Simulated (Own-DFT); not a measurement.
## Calculated data, Al₃GaAs₄ (zincblende random alloy, atoms displaced)

All values are calculated (Own-DFT development build). A calculation, not a measurement: plane-wave PBE density functional theory by an unreviewed code, no spin, of a simulated periodic cell, stress positive in tension, free energy of the whole cell less one offset for each atom, forces on such cells passed a denser k mesh, this cell's mesh not checked; offsets are fitted by least squares, one for each functional and potential file, so energies compare only between cells with the same atoms and settings and are not formation energies; the far tail of each file's local potential was reset to the Coulomb form; each entry is a single point on an unrelaxed cell, so the pressure reflects the starting lattice, mostly measured values, from which strain is counted, and rises with the displacements; printed positions are rounded, which can move forces by about a meV/angstrom; the program is a retired in-house code; no spin-orbit coupling; before rounding, a Quantum ESPRESSO 7.3.1 run of the same cell and cutoff gave forces within 1 meV/angstrom rms on each cell, which checks the program and not the settings.

Common to all runs: functional PBE; potential files PseudoDojo norm-conserving, scalar-relativistic, standard set; wave cutoff 42 hartree; occupations Fermi-Dirac; smearing width 0.1 eV; k mesh 3 x 3 x 3 centred on Gamma.

(1) Al₃GaAs₄ (zincblende random alloy, atoms displaced)

```
Al3GaAs4
1.0
     11.3183     0.0000     0.0000
      0.0000    11.3183     0.0000
      0.0000     0.0000    11.3183
Al Ga Al As Al Ga Al As Al Ga Al As Al As Ga Al As Al Ga Al As Al Ga Al As Al Ga Al As
2 1 1 4 1 1 2 4 1 1 2 4 4 4 2 2 4 2 1 1 4 2 1 1 4 2 1 1 4
Direct
  0.99976 0.99542 0.99825
  0.99842 0.24528 0.24576
  0.24739 0.00460 0.24962
  0.25154 0.24820 0.00290
  0.12353 0.12556 0.12626
  0.12635 0.37928 0.37400
  0.37151 0.12276 0.37521
  0.37563 0.37309 0.12717
  0.99607 0.99790 0.50337
  0.99918 0.25230 0.74990
  0.25190 0.00255 0.75100
  0.25432 0.25098 0.50402
  0.12061 0.12463 0.62334
  0.12321 0.37507 0.87675
  0.37400 0.12300 0.87745
  0.38038 0.37203 0.62994
  0.00093 0.50430 0.99849
  0.99800 0.74567 0.24871
  0.25392 0.49901 0.24647
  0.25155 0.75071 0.00158
  0.12710 0.62192 0.12355
  0.12618 0.88062 0.37952
  0.37642 0.62841 0.37116
  0.37401 0.87509 0.12288
  0.99678 0.49900 0.50451
  0.99991 0.75175 0.74748
  0.25121 0.50291 0.75336
  0.24961 0.75181 0.49761
  0.12613 0.62621 0.62454
  0.12413 0.87799 0.87722
  0.37121 0.62812 0.87349
  0.36885 0.86990 0.62753
  0.49626 0.00505 0.00088
  0.49767 0.24602 0.25221
  0.75050 0.00339 0.24923
  0.75394 0.24885 0.00022
  0.62438 0.12198 0.11867
  0.62352 0.37440 0.37236
  0.87523 0.11980 0.37358
  0.87428 0.37716 0.12474
  0.49915 0.00074 0.50046
  0.49803 0.24750 0.75073
  0.75313 0.99584 0.74777
  0.75182 0.24859 0.50491
  0.62346 0.12275 0.62408
  0.62700 0.37733 0.87116
  0.87673 0.12754 0.87675
  0.87108 0.37439 0.62447
  0.50078 0.49607 0.99645
  0.49847 0.75388 0.25233
  0.75180 0.49894 0.24892
  0.75328 0.75557 0.00142
  0.62805 0.62435 0.12588
  0.62366 0.87267 0.37446
  0.87343 0.62384 0.37777
  0.87194 0.87460 0.12630
  0.49719 0.49929 0.50519
  0.49839 0.75047 0.74952
  0.75198 0.50020 0.74896
  0.74878 0.75245 0.50122
  0.62105 0.62739 0.62482
  0.62031 0.87277 0.87464
  0.87640 0.62982 0.87105
  0.87531 0.87142 0.62904
```

| Item | Value |
| --- | --- |
| free energy of cell above offsets | -20.163 eV |
| pressure | 2.95 GPa |
| stress xx | -2.96 GPa |
| stress yy | -2.93 GPa |
| stress zz | -2.95 GPa |
| stress yz | -0.32 GPa |
| stress xz | -0.16 GPa |
| stress xy | -0.13 GPa |

Force:
```tsv
element	x (eV/Å)	y (eV/Å)	z (eV/Å)
Al	-0.194	0.495	0.451
Al	0.055	0.74	0.664
Ga	0.065	-0.564	-0.089
Al	-0.311	0.236	-0.126
As	-0.055	-0.274	-0.65
As	-0.163	-0.551	0.165
As	0.301	0.163	0.321
As	0.243	-0.051	-0.473
Al	0.083	-0.011	-0.155
Ga	0.067	-0.069	-0.01
Al	-0.557	-0.204	-0.167
Al	-0.616	0.154	-0.342
As	0.482	0.159	0.214
As	0.404	0.028	-0.007
As	-0.126	0.566	-0.313
As	-0.765	0.413	-0.067
Al	-0.329	-0.218	-0.104
Ga	0.379	0.333	0.349
Al	-0.248	0.202	0.452
Al	-0.459	0.036	-0.183
As	0.039	0.355	0.095
As	-0.41	-0.516	-0.533
As	-0.244	-0.465	0.519
As	0.012	0.293	0.459
Al	0.442	0.108	-0.385
Al	0.672	-0.175	0.405
Al	-0.324	-0.446	-0.327
Al	-0.113	-0.355	-0.152
As	-0.06	-0.145	-0.037
As	0.352	-0.462	-0.424
As	0.597	-0.232	0.443
As	0.554	0.705	-0.204
Ga	0.252	-0.9	-0.217
Ga	0.349	-0.037	-0.192
Al	-0.544	-0.485	-0.015
Al	-0.517	0.435	-0.119
As	0.23	0.562	0.686
As	0.151	-0.074	0.651
As	-0.011	0.629	0.394
As	0.404	-0.232	-0.203
Al	-0.263	-0.563	-0.005
Al	0.634	-0.178	0.384
Ga	-0.528	0.423	0.616
Al	-0.499	-0.161	-0.918
As	0.165	0.067	0.274
As	-0.026	-0.679	0.27
As	-0.029	-0.535	-0.271
As	0.415	0.031	0.203
Al	-0.049	0.539	0.303
Al	0.328	-0.356	-0.654
Ga	-0.296	0.108	0.261
Al	-0.631	-0.66	-0.363
As	-0.449	0.284	-0.321
As	0.257	0.708	0.127
As	-0.001	0.058	0.104
As	0.532	0.33	0.147
Al	0.242	0.114	-0.789
Al	-0.091	-0.078	0.059
Ga	-0.276	0.482	-0.041
Al	-0.09	-0.292	-0.097
As	0.417	-0.164	0.025
As	0.344	0.403	0.194
As	-0.122	-0.192	0.397
As	-0.071	0.164	-0.68
```

(2) Al₃GaAs₄ (zincblende random alloy, atoms displaced)

```
Al3GaAs4
1.0
     11.3183     0.0000     0.0000
      0.0000    11.3183     0.0000
      0.0000     0.0000    11.3183
Ga Al As Al As Al Ga As Al Ga Al As Al Ga Al As Al As Al Ga As Al Ga As
1 3 4 4 4 3 1 4 1 2 1 4 1 1 2 4 4 4 3 1 4 2 2 4
Direct
  0.00087 0.99950 0.99847
  0.00107 0.25034 0.24710
  0.24720 0.00134 0.24753
  0.25439 0.25848 0.99907
  0.12292 0.12586 0.11896
  0.11686 0.37633 0.37574
  0.37485 0.12555 0.37430
  0.36952 0.37129 0.11921
  0.00253 0.00096 0.49849
  0.99667 0.25278 0.74689
  0.25439 0.00180 0.74882
  0.24894 0.25418 0.50030
  0.12685 0.12799 0.62650
  0.12208 0.37202 0.87223
  0.37766 0.12565 0.87378
  0.37099 0.37190 0.62235
  0.00580 0.49808 0.00054
  0.00201 0.74953 0.24501
  0.25232 0.50316 0.25055
  0.24552 0.74538 0.00213
  0.12918 0.62516 0.12831
  0.12466 0.87360 0.37669
  0.37310 0.62704 0.37962
  0.37753 0.87402 0.12839
  0.00152 0.50101 0.50037
  0.00599 0.75433 0.75097
  0.25256 0.50467 0.74960
  0.25252 0.75021 0.50392
  0.12479 0.62667 0.61983
  0.12414 0.87608 0.87788
  0.37429 0.62484 0.87876
  0.37964 0.87488 0.63002
  0.49908 0.99749 0.00030
  0.50415 0.25127 0.25263
  0.74987 0.99979 0.25268
  0.75220 0.25202 0.99526
  0.62239 0.12258 0.12692
  0.62433 0.37083 0.37529
  0.87947 0.12234 0.38008
  0.87458 0.37061 0.12454
  0.49964 0.00281 0.49886
  0.49914 0.25052 0.75109
  0.75281 0.00398 0.74782
  0.75207 0.24907 0.50143
  0.62566 0.11894 0.62703
  0.62448 0.37631 0.87378
  0.87169 0.13179 0.87365
  0.88095 0.37427 0.62762
  0.49855 0.49784 0.00242
  0.49939 0.75522 0.24687
  0.74921 0.49907 0.25008
  0.75192 0.75323 0.99805
  0.62293 0.62660 0.12515
  0.62284 0.87214 0.37575
  0.87923 0.62531 0.37602
  0.87382 0.87433 0.12322
  0.49637 0.50008 0.50074
  0.50092 0.75229 0.74837
  0.75204 0.50134 0.75110
  0.74880 0.74996 0.49733
  0.61968 0.62200 0.62483
  0.62289 0.87416 0.87372
  0.87935 0.62341 0.88151
  0.87198 0.87560 0.62571
```

| Item | Value |
| --- | --- |
| free energy of cell above offsets | -19.990 eV |
| pressure | 3 GPa |
| stress xx | -2.98 GPa |
| stress yy | -3 GPa |
| stress zz | -3.02 GPa |
| stress yz | -0.43 GPa |
| stress xz | -0.68 GPa |
| stress xy | 0.3 GPa |

Force:
```tsv
element	x (eV/Å)	y (eV/Å)	z (eV/Å)
Ga	-0.623	0.253	-0.088
Al	-0.233	-0.442	0.238
Al	0.023	-0.052	0.142
Al	-1.043	-1.435	-0.949
As	0.562	0.297	0.262
As	0.977	-0.033	-0.41
As	-0.328	0.174	0.017
As	1.104	0.942	1.548
Al	0.111	-0.341	0.67
Al	0.566	-0.679	0.453
Al	-0.412	-0.05	0.26
Al	-0.354	-0.457	-0.54
As	-0.13	-0.292	-0.091
As	0.483	0.432	-0.057
As	-0.223	0.053	0.455
As	0.553	0.459	0.506
Al	-0.22	-0.15	0.352
Al	-0.193	0.195	0.466
Al	-0.064	-0.581	0.362
Ga	0.543	0.631	-0.11
As	-0.538	-0.408	-0.143
As	0.237	0.004	-0.263
As	0.447	0.041	-0.624
As	-0.861	0.337	-0.651
Al	-0.354	0.027	0.144
Ga	-0.685	-0.46	-0.149
Ga	-0.404	-0.326	-0.042
Al	-0.083	0.463	-0.102
As	0.123	-0.014	0.65
As	0.726	0.21	-0.311
As	0.344	0.223	-0.325
As	-0.436	0.281	-0.718
Al	0.028	0.124	0.006
Ga	-0.66	-0.323	-0.519
Al	0.07	0.001	0.055
Al	-0.779	-0.108	0.684
As	0.531	0.237	-0.417
As	0.307	0.77	0.44
As	-0.394	0.445	-0.742
As	0.04	0.607	-0.046
Al	-0.012	-0.342	0.034
Al	0.229	-0.063	-0.402
Al	-0.147	-0.523	0.586
Al	-0.038	-0.177	0.227
As	-0.223	0.963	-0.328
As	-0.094	0.021	0.088
As	0.591	-0.763	-0.179
As	-0.913	0.608	-0.699
Al	0.141	0.135	-0.119
Al	0.12	-0.864	0.614
Al	0.114	0.088	0.027
Ga	-0.335	-0.386	-0.045
As	0.182	-0.142	0.016
As	0.05	0.498	-0.099
As	-0.378	-0.05	-0.358
As	0.161	0.34	0.327
Al	0.095	-0.42	-0.175
Al	0.009	-0.637	0.541
Ga	0.076	0.129	-0.002
Ga	0.026	-0.3	0.367
As	0.609	0.201	0.011
As	0.476	0.368	-0.077
As	-0.004	0.279	-0.618
As	0.509	-0.024	-0.152
```

(3) Al₃GaAs₄ (zincblende random alloy, atoms displaced)

```
Al3GaAs4
1.0
     11.3183     0.0000     0.0000
      0.0000    11.3183     0.0000
      0.0000     0.0000    11.3183
Al As Al Ga As Al Ga Al As Ga Al As Al As Ga Al Ga As Al Ga Al As Al As
4 4 3 1 4 1 1 2 4 3 1 4 4 4 1 2 1 4 2 1 1 4 4 4
Direct
  0.99476 0.99691 0.99859
  0.99592 0.24993 0.24445
  0.25361 0.99489 0.24589
  0.26209 0.24936 0.99924
  0.11550 0.13058 0.10915
  0.13155 0.36890 0.37400
  0.37977 0.12658 0.37053
  0.38134 0.38351 0.11560
  0.99432 0.99162 0.50102
  0.98502 0.24426 0.75220
  0.23574 0.99843 0.74954
  0.24410 0.24695 0.49274
  0.12651 0.11347 0.61651
  0.12974 0.36634 0.87957
  0.38487 0.11460 0.87299
  0.37956 0.37622 0.62938
  0.00013 0.50592 0.99928
  0.00677 0.75180 0.24232
  0.25629 0.49302 0.26070
  0.25357 0.75004 0.01360
  0.12506 0.62190 0.11700
  0.12910 0.87025 0.37064
  0.37880 0.62711 0.37681
  0.38331 0.87469 0.12427
  0.00633 0.49118 0.49886
  0.01278 0.75616 0.75199
  0.24536 0.49831 0.75933
  0.25080 0.75002 0.51041
  0.11924 0.63676 0.62184
  0.12617 0.86933 0.88839
  0.36278 0.62158 0.88479
  0.38050 0.86942 0.62782
  0.50791 0.99320 0.99837
  0.50531 0.24541 0.24892
  0.74912 0.00072 0.25650
  0.75798 0.24505 0.99300
  0.62553 0.12934 0.12651
  0.63114 0.37456 0.37117
  0.87051 0.12270 0.37204
  0.88264 0.39044 0.13110
  0.51259 0.01172 0.49947
  0.49196 0.23816 0.75182
  0.75450 0.99765 0.75655
  0.73847 0.24545 0.49985
  0.62258 0.13581 0.61082
  0.62685 0.37947 0.87024
  0.87381 0.11695 0.87343
  0.86736 0.38000 0.62448
  0.50943 0.49060 0.00467
  0.50698 0.74382 0.25293
  0.75052 0.50494 0.23416
  0.74228 0.74471 0.00390
  0.62969 0.61427 0.13008
  0.62725 0.87253 0.37378
  0.87446 0.61514 0.36070
  0.86706 0.87389 0.11221
  0.48481 0.51193 0.49927
  0.48854 0.73858 0.75855
  0.75495 0.49313 0.74319
  0.75335 0.75392 0.49882
  0.61811 0.63656 0.62473
  0.61947 0.87815 0.87402
  0.87182 0.61262 0.88075
  0.86748 0.87384 0.63195
```

| Property | Result |
| --- | --- |
| free energy of cell above offsets | -15.587 eV |
| pressure | 3.83 GPa |
| stress xx | -3.86 GPa |
| stress yy | -3.77 GPa |
| stress zz | -3.88 GPa |
| stress yz | 0.18 GPa |
| stress xz | 0.43 GPa |
| stress xy | -0.59 GPa |

Force:
```tsv
element	x (eV/Å)	y (eV/Å)	z (eV/Å)
Al	0.208	-0.234	-0.039
Al	0.12	-0.03	0.336
Al	-0.444	0.831	-0.104
Al	-0.025	-0.352	-0.256
As	1.069	-0.369	1.07
As	-1.132	0.026	-0.467
As	-0.615	-0.456	0.056
As	-0.835	-1.457	1.889
Al	0.051	-0.003	-0.607
Al	1.51	0.635	-0.8
Al	1.458	-0.779	0.435
Ga	1.409	-0.329	1.172
As	-1.1	1.172	0.328
As	-1.21	0.056	-0.314
As	-1.544	-0.397	0.502
As	-1.029	-0.193	-0.284
Al	0.693	-1.147	-0.342
Ga	-0.801	-0.315	-0.16
Al	0.046	0.825	-1.341
Al	0.05	-0.032	-0.417
As	0.735	-0.167	1.51
As	-0.137	0.282	0.558
As	-1.558	0.888	-0.796
As	0.175	-0.278	0.476
Ga	-0.591	0.805	-0.204
Ga	-1.673	-0.361	0.663
Ga	-0.189	-0.024	-1.042
Al	0.495	0.473	-1.145
As	0.368	-1.923	0.262
As	0.284	0.683	-0.38
As	1.198	-0.227	0.351
As	-0.274	1.197	0.093
Al	-0.211	1.013	0.879
Al	-0.346	1.306	-0.041
Al	-0.18	-0.408	-1.334
Al	-0.55	1.225	0.938
As	0.658	-0.816	-0.732
As	-0.929	0.931	-0.059
As	0.821	0.424	0.743
As	0.012	-1.905	-1.291
Ga	-1.516	-1.776	-0.774
Al	1.091	1.415	-0.513
Al	-1.532	0.214	-0.978
Ga	2.053	1.658	-1.48
As	-0.058	-1.272	3.534
As	0.087	-1.4	-0.197
As	0.177	0.236	0.307
As	1.282	-1.777	-1.13
Al	-0.008	1.358	-1.212
Al	-0.18	0.279	-0.343
Ga	0.495	-1.654	2.362
Al	0.11	-0.09	-1.009
As	-1.983	1.946	-1.408
As	-0.091	0.287	0.228
As	0.657	1.176	1.421
As	0.261	0.209	1.497
Al	2.248	-1.61	0.958
Al	0.335	0.597	0.063
Al	-1.51	1.913	0.737
Al	0.003	-1.031	-0.317
As	0.676	-1.046	-0.001
As	0.694	-1.472	-0.521
As	-0.256	1.48	-1.12
As	0.978	-0.208	-0.21
```

(4) Al₃GaAs₄ (zincblende random alloy, atoms displaced)

```
Al3GaAs4
1.0
     11.3183     0.0000     0.0000
      0.0000    11.3183     0.0000
      0.0000     0.0000    11.3183
Al Ga Al As Ga Al As Al As Ga Al Ga As Ga Al As Al Ga As Ga Al As Al As
2 1 1 4 1 3 4 4 4 1 2 1 4 1 3 4 2 2 4 1 3 4 4 4
Direct
  0.98775 0.99940 0.00882
  0.99198 0.24737 0.25011
  0.24484 0.00251 0.24444
  0.24802 0.26102 0.99785
  0.12565 0.11266 0.11691
  0.12622 0.37678 0.37191
  0.37755 0.12315 0.38542
  0.38024 0.37922 0.11725
  0.99892 0.99139 0.49830
  0.98107 0.24308 0.75346
  0.25024 0.00385 0.73907
  0.24619 0.24842 0.48993
  0.11934 0.11842 0.62288
  0.12745 0.37392 0.87745
  0.38406 0.11650 0.87050
  0.38179 0.36268 0.62766
  0.98813 0.50066 0.00032
  0.00218 0.75079 0.24779
  0.25960 0.49854 0.25399
  0.24907 0.75338 0.99480
  0.12963 0.62936 0.12915
  0.12452 0.87468 0.37059
  0.37734 0.63337 0.37014
  0.38623 0.87814 0.11141
  0.99177 0.51236 0.49824
  0.00192 0.75066 0.75374
  0.24964 0.49847 0.75118
  0.24699 0.74643 0.48222
  0.13638 0.62727 0.63702
  0.11891 0.87686 0.88024
  0.37528 0.62883 0.88610
  0.37411 0.88202 0.62231
  0.50044 0.00156 0.00350
  0.49243 0.24560 0.26024
  0.72848 0.99565 0.24697
  0.74734 0.25446 0.99688
  0.62119 0.12631 0.11062
  0.62567 0.37634 0.37554
  0.87530 0.12004 0.37852
  0.88014 0.38239 0.11953
  0.51477 0.00956 0.49814
  0.48891 0.25415 0.75726
  0.74790 0.00201 0.75748
  0.74750 0.24959 0.50885
  0.62199 0.12773 0.61935
  0.62130 0.37410 0.88659
  0.86229 0.14492 0.87925
  0.87501 0.35856 0.62194
  0.50822 0.50272 0.99203
  0.50196 0.73695 0.25116
  0.74705 0.49283 0.25278
  0.75377 0.76327 0.98757
  0.61404 0.61864 0.12561
  0.62744 0.87446 0.37868
  0.86224 0.63177 0.38002
  0.88551 0.85910 0.13442
  0.50847 0.49951 0.50254
  0.50948 0.75084 0.74994
  0.75220 0.48455 0.76168
  0.75252 0.76349 0.49267
  0.62400 0.62663 0.61754
  0.62492 0.89136 0.87832
  0.88131 0.61532 0.88725
  0.87822 0.88057 0.62523
```

| Item | Value |
| --- | --- |
| free energy of cell above offsets | -14.109 eV |
| pressure | 4.16 GPa |
| stress xx | -4.14 GPa |
| stress yy | -4.16 GPa |
| stress zz | -4.16 GPa |
| stress yz | 1.06 GPa |
| stress xz | -0.09 GPa |
| stress xy | 0.48 GPa |

Force:
```tsv
element	x (eV/Å)	y (eV/Å)	z (eV/Å)
Al	-0.09	-0.16	-0.83
Al	0.852	-0.226	-0.325
Ga	1.38	-0.583	0.281
Al	0.781	-1.71	0.387
As	-0.35	2.118	0.205
As	-0.659	0.295	-0.075
As	-0.631	-0.545	-1.059
As	0.009	-0.453	0.903
Ga	0.488	0.671	-0.237
Al	2.909	0.464	-0.638
Al	-0.2	-0.434	1.112
Al	-0.238	0.056	1.388
As	-0.255	1.135	-0.068
As	-1.644	0.408	-0.858
As	-1.578	0.59	0.455
As	-1.428	1.75	-1.285
Al	3.626	-0.362	0.909
Al	0.991	-1.706	1.5
Al	-0.445	0.145	-0.812
Al	-0.265	0.306	0.875
As	-0.052	-0.795	-0.335
As	-0.215	0.122	-0.167
As	0.018	-1.891	1.011
As	-1.335	-1.283	2.07
Ga	0.862	-0.693	0.806
Al	-0.165	-0.234	0.048
Al	1.226	-0.579	0.492
Ga	0.152	0.61	1.851
As	-1.133	0.423	-1.619
As	0.132	0.786	-0.61
As	0.377	-0.319	-1.731
As	0.815	-0.909	-0.667
Ga	-0.124	0.613	-0.797
Al	0.488	0.552	-1.286
Al	1.985	0.589	-0.574
Al	-0.358	0.901	1.872
As	0.328	0.713	1.92
As	-0.136	-0.897	0.161
As	-1.058	0.055	-0.608
As	-1.364	-1.499	1.397
Al	-1.481	-1.524	0.103
Al	1.74	-0.89	0.221
Ga	0.493	0.94	-1.234
Ga	-0.155	-0.535	-1.529
As	0.442	0.592	2.174
As	-0.036	-0.568	-1.661
As	0.626	-3.063	0.227
As	0.209	2.426	0.361
Ga	-1.348	0.38	0.805
Al	0.214	2.111	-0.763
Al	0.223	0.856	-0.697
Al	-0.039	-1.127	1.237
As	2.2	0.545	-0.225
As	-1.539	-0.162	-0.847
As	0.931	-0.47	-1.31
As	-2.793	2.203	-1.47
Al	-1.267	-0.137	-0.199
Al	-1.019	0.299	0.023
Al	0.202	0.855	-1.105
Al	0.01	-0.568	1.867
As	1.396	0.225	1.107
As	-0.084	-1.63	-0.45
As	-1.985	2.06	-2.591
As	-0.635	-0.841	0.895
```

(5) Al₃GaAs₄ (zincblende random alloy, atoms displaced)

```
Al3GaAs4
1.0
     11.3183     0.0000     0.0000
      0.0000    11.3183     0.0000
      0.0000     0.0000    11.3183
Al As Al As Ga Al As Al As Ga Al As Ga Al As Ga Al As Ga Al Ga As
4 4 4 4 2 2 4 4 4 1 3 4 2 2 4 1 3 4 1 2 1 4
Direct
  0.99815 0.00237 0.00780
  0.00170 0.24977 0.24225
  0.25981 0.00591 0.25071
  0.25324 0.25868 0.00144
  0.12335 0.11374 0.13574
  0.13971 0.37112 0.38136
  0.36662 0.12893 0.38300
  0.37411 0.36776 0.13741
  0.00494 0.01174 0.49196
  0.99174 0.24474 0.75042
  0.25228 0.00092 0.74829
  0.24077 0.25271 0.50841
  0.12428 0.13329 0.62702
  0.11824 0.38832 0.88369
  0.37055 0.12562 0.88452
  0.37567 0.37892 0.63714
  0.00271 0.50124 0.01330
  0.99815 0.75540 0.25316
  0.24050 0.48698 0.24927
  0.25372 0.75738 0.01759
  0.11495 0.64381 0.11980
  0.12931 0.87112 0.37203
  0.37049 0.62976 0.38852
  0.36310 0.86925 0.12526
  0.00191 0.50174 0.49245
  0.98331 0.75007 0.74259
  0.24580 0.48642 0.75218
  0.24724 0.75286 0.50587
  0.12503 0.62061 0.62453
  0.13168 0.86574 0.86692
  0.38496 0.61725 0.87122
  0.37137 0.86153 0.63969
  0.49042 0.00997 0.99200
  0.50085 0.25204 0.24155
  0.74691 0.00115 0.24259
  0.76678 0.24497 0.00163
  0.62151 0.12533 0.12436
  0.62005 0.36718 0.38000
  0.87723 0.12027 0.36776
  0.86932 0.37669 0.12480
  0.49968 0.99854 0.49315
  0.48575 0.25118 0.74593
  0.74371 0.98737 0.74704
  0.75466 0.24454 0.50759
  0.62024 0.12830 0.62430
  0.62596 0.37428 0.87349
  0.87642 0.12679 0.87643
  0.86449 0.36796 0.62480
  0.50385 0.50556 0.99866
  0.51039 0.75883 0.24414
  0.75002 0.50015 0.24892
  0.75513 0.74858 0.00885
  0.63100 0.63026 0.12520
  0.63304 0.87035 0.36301
  0.88688 0.62927 0.37476
  0.88620 0.87488 0.12100
  0.49472 0.49400 0.50652
  0.49522 0.75760 0.73729
  0.74575 0.49710 0.74954
  0.74288 0.75083 0.51350
  0.62835 0.64059 0.62159
  0.61861 0.87100 0.86744
  0.87158 0.63049 0.86850
  0.87747 0.88809 0.61662
```

| Quantity | Value |
| --- | --- |
| free energy of cell above offsets | -14.141 eV |
| pressure | 4.13 GPa |
| stress xx | -4.26 GPa |
| stress yy | -4.04 GPa |
| stress zz | -4.09 GPa |
| stress yz | 0.55 GPa |
| stress xz | -0.16 GPa |
| stress xy | 0.12 GPa |

Force:
```tsv
element	x (eV/Å)	y (eV/Å)	z (eV/Å)
Al	1.19	-0.172	-1.774
Al	0.128	0.269	0.966
Al	-0.57	-0.809	0.68
Al	-1.117	-0.454	0.377
As	0.484	1.284	-1.14
As	-2.576	0.031	-0.679
As	0.861	0.3	-0.353
As	-0.169	1.512	-1.62
Al	0.54	-0.853	-0.013
Al	0.556	1.202	0.304
Al	-0.381	-0.023	0.49
Al	1.827	-0.054	0.406
As	-0.254	-0.982	0.539
As	0.051	-1.948	-0.461
As	-1.115	1.11	-1.813
As	-0.922	-0.463	-1.591
Ga	-0.927	1.014	-0.697
Ga	0.243	0.177	0.186
Al	0.749	2.478	-0.218
Al	-1.214	-2.105	-3.865
As	0.725	-1.871	1.097
As	0.213	1.103	0.461
As	0.566	-0.593	-1.706
As	3.084	2.454	1.627
Al	0.285	-0.778	0.808
Al	1.596	0.261	-0.165
Al	-0.115	1.997	0.533
Al	-0.355	-0.3	0.063
As	-0.441	0.031	0.425
As	-0.842	0.572	0.642
As	-1.339	1.055	-0.026
As	-1.713	3.042	-2.793
Ga	1.384	-1.915	1.049
Al	0.297	-0.929	1.834
Al	0.709	-0.285	-0.085
Al	-2.034	0.448	-0.314
As	0.407	0.036	-0.705
As	0.686	0.436	-0.228
As	-0.6	0.975	-0.011
As	0.828	0.072	0.493
Ga	0.02	-0.472	0.369
Ga	1.528	-0.888	1.305
Al	0.087	1.403	0.108
Al	-0.771	-0.624	-1.496
As	-0.048	-0.78	0.366
As	-0.049	-0.787	0.525
As	-0.114	-1.665	-0.349
As	1.476	1.28	0.185
Ga	0.202	-0.812	0.442
Al	-1.647	-1.13	0.286
Al	-0.258	0.276	1.192
Al	-0.031	0.583	-1.42
As	-0.476	-0.723	0.296
As	0.065	0.762	1.401
As	-1.892	-0.287	0.117
As	-1.632	0.079	0.679
Ga	0.556	1.026	-0.556
Al	1.908	-2.438	2.523
Al	-0.033	0.807	-0.104
Ga	2.249	1.446	-2.497
As	-1.632	-2.971	1.511
As	0.136	0.038	1.467
As	-0.337	-1.087	0.977
As	-0.033	-0.361	-0.052
```
